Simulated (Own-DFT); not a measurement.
# Response to strain: wurtzite GaN, 72 atoms (Ga36N36)

Source: density functional calculations with Own-DFT, an unreviewed in-house program that is no longer used. Nothing was measured or relaxed, and spin and spin-orbit coupling are left out.

Settings: PBE; PseudoDojo norm-conserving scalar-relativistic files (stringent for Ga); cutoff 96 hartree; 4 x 4 x 3 k mesh centred on Gamma; Gaussian smearing of 0.01 eV.

Keep in mind: forces not confirmed at this smearing and k mesh; stress not checked against mesh or cutoff.

Unstrained cell vectors in Å: (9.567, 0.000, 0.000); (-4.784, 8.285, 0.000); (0.000, 0.000, 10.370). The unstrained cell has measured lattice constants (interpolated for alloys), not those of this functional. That, the random moves and any unrelaxed bonds set the pressure at no strain. In each run the cell takes a homogeneous strain; fractional positions stay. Each coordinate of each atom was shifted by a normal deviate of width 0.05 Å. Strain is the symmetric tensor, in per cent. Stress is positive in tension, and the pressure is minus a third of its trace.

```
run,e_xx (%),e_yy (%),e_zz (%),e_yz (%),e_xz (%),e_xy (%),s_xx (GPa),s_yy (GPa),s_zz (GPa),s_yz (GPa),s_xz (GPa),s_xy (GPa),P (GPa),E (meV/atom)
1,0.65,0.84,1.28,1.87,-1.66,1.64,-2.15,-2.25,-0.85,3.81,-2.55,3.77,1.75,11.0
2,-0.46,0.89,-0.43,-1.08,0.91,1.33,-8.79,-5.18,-8.41,-2.14,1.87,5.83,7.46,27.2
3,-1.05,-1.15,-1.45,-0.43,-1.14,-0.14,-14.71,-14.58,-16.26,-0.10,-3.86,-0.40,15.18,47.2
4,-1.24,1.30,0.63,0.81,1.50,1.04,-10.28,-1.48,-5.31,1.52,3.43,2.63,5.69,16.2
5,1.72,-1.98,-0.45,-1.52,0.87,-0.57,-2.94,-14.94,-8.59,-3.82,1.74,-1.53,8.83,32.6
6,0.21,0.41,1.05,1.18,-0.85,-1.25,-5.21,-4.51,-2.21,1.35,-2.83,-3.49,3.98,19.5
7,0.07,-0.72,1.42,0.24,1.23,1.07,-6.19,-9.45,-1.64,-0.21,2.46,3.48,5.76,14.6
8,-1.66,0.60,1.42,0.14,0.66,0.10,-11.18,-4.90,-3.91,1.07,0.74,1.03,6.66,24.6
9,1.58,1.56,0.88,1.49,-1.28,0.38,1.73,0.97,-2.16,2.91,-2.27,1.83,-0.18,11.9
10,-0.13,-1.22,-0.54,1.09,-0.49,-1.03,-11.00,-12.81,-10.17,2.17,-0.52,-3.80,11.33,42.5
11,-1.43,1.78,-0.81,1.93,0.47,-0.73,-11.72,-2.02,-11.23,3.84,1.13,-3.08,8.33,29.6
12,-1.90,0.73,0.87,-1.29,1.72,-1.32,-11.83,-5.97,-5.35,-2.77,3.23,-3.97,7.72,18.8
13,0.21,0.20,0.76,1.32,0.87,-0.72,-4.26,-7.69,-1.89,3.05,1.59,-1.18,4.61,0.0
14,-0.08,-1.18,-1.35,-0.87,-1.40,0.69,-9.13,-13.89,-16.14,-1.33,-3.45,2.24,13.06,51.5
15,0.70,0.21,0.38,-0.78,1.66,0.35,-4.95,-4.86,-4.19,-1.35,2.63,0.09,4.67,10.1
16,0.20,-1.98,1.97,1.62,-0.96,-1.82,?,?,?,?,?,?,?,?
```

E is the free energy per atom, counted from the lowest run shown.

## Worked fit

Each stress component was fitted by least squares to a constant and the strains of the runs shown, as fractions, with shears doubled. Shear strains stay in the fit of a normal stress only where such slopes are resolved. The slopes, in GPa:

| stress | at no strain | per e_xx | per e_yy | per e_zz | scatter |
|---|---|---|---|---|---|
| s_xx | -7.3 | 382 ± 21 | 107 ± 22 | 122 ± 25 | 0.81 |
| s_yy | -7.6 | 82 ± 20 | 422 ± 21 | 87 ± 24 | 0.77 |
| s_zz | -7.5 | 117 ± 27 | 66 ± 29 | 445 ± 32 | 1.05 |

The slope of each shear stress on twice its own strain, from a fit on all six strains: yz 99 ± 9, xz 112 ± 9, xy 149 ± 15 GPa. These are stiffnesses along x, y and z of the frame in which the cell vectors are given, with the crystal's c axis along z: C11, C12, C13 and C33. Hexagonal symmetry asks that xx and yy behave alike, which is a second check on the noise. No internal relaxation is included, and where it is allowed it would reduce some of the slopes. The table should be nearly symmetric about its diagonal, and what it lacks of that shows the noise. A ninth of the table's sum, 203 ± 4 GPa, estimates the bulk modulus near the mean pressure of these runs, 7.0 GPa, so it lies above the value at zero pressure.

## Withheld run

Asked: what normal stresses and pressure should run 16 give?

The fitted form gives s_xx = -6.2, s_yy = -14.1, s_zz = 0.2 and P = 6.7 GPa. DFT gave -8.16, -16.66, -0.50 and P = 8.44 GPa.
